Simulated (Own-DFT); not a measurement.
# Point defects and the pressure they add: zincblende InP

No measurement is shown. These are fixed-geometry runs of a retired plane-wave code named Own-DFT, which no person has reviewed; spin and spin-orbit coupling are neglected.

Method: PBE; PseudoDojo norm-conserving scalar-relativistic files; cutoff 36 hartree; 2 x 3 x 3 k mesh centred on Gamma; Fermi-Dirac smearing of 0.1 eV.

Limits (not all hold for every row): not probed for a lower state with spin; forces on such cells failed a check on a denser k mesh; forces not confirmed at this smearing and k mesh; stress not checked against mesh or cutoff.

All runs share one cell, with vectors in Å (17.606, 0.000, 0.000); (0.000, 11.737, 0.000); (0.000, 0.000, 11.737) and a volume of 2425.5 Å³. The atoms are randomly displaced, by u rms on each axis. The defect's site can differ from row to row.

| cell | formula | u (Å) | P (GPa) |
|---|---|---|---|
| no defect | In48P48 | 0.0208 | 3.21 |
| no defect | In48P48 | 0.0214 | 3.20 |
| no defect | In48P48 | 0.0500 | 3.58 |
| one In on a P site | In49P47 | 0.0275 | 3.85 |
| one In on a P site | In49P47 | 0.0304 | 3.90 |
| one In on a P site | In49P47 | 0.0531 | 4.23 |
| two P on an In site each | In46P50 | 0.0306 | 3.03 |
| two P on an In site each | In46P50 | 0.0312 | 3.04 |
| two P on an In site each | In46P50 | 0.0460 | ? |
| two P on an In site each | In46P50 | 0.0489 | 3.30 |
| one P on an In site | In47P49 | 0.0305 | 3.18 |
| one P on an In site | In47P49 | 0.0479 | 3.45 |
| one P on an In site | In47P49 | 0.0522 | 3.49 |
| one In on a P site and one P on an In site | In48P48 | 0.0298 | 3.55 |
| one In on a P site and one P on an In site | In48P48 | 0.0473 | 3.72 |
| one In on a P site and one P on an In site | In48P48 | 0.0474 | 3.73 |

## What the rows give

P = P0 + c u² + a shift for each defect gives P0 = 3.13 GPa, c = 173 ± 7 GPa/Å² and a scatter of 0.02 GPa. The shifts, and each times the cell's volume:

- one In on a P site: 0.60 ± 0.02 GPa, 9.1 eV
- one In on a P site and one P on an In site: 0.22 ± 0.02 GPa, 3.4 eV
- one P on an In site: -0.10 ± 0.02 GPa, -1.6 eV
- two P on an In site each: -0.26 ± 0.02 GPa, -3.9 eV (-1.9 eV for each of its 2 sites)

Positive is outwards. The product with the volume (160.2 GPa Å³ to the eV) is nearly free of the cell's size; divided by the bulk modulus at the cell's pressure it gives the volume that the defect adds. The atoms around the defects weren't relaxed, which would change these numbers.

## Withheld run

The question: what pressure belongs in the blank (two P on an In site each, u = 0.0460 Å)?

From the fit: 3.24 ± 0.03 GPa. The hidden result is 3.25 GPa.
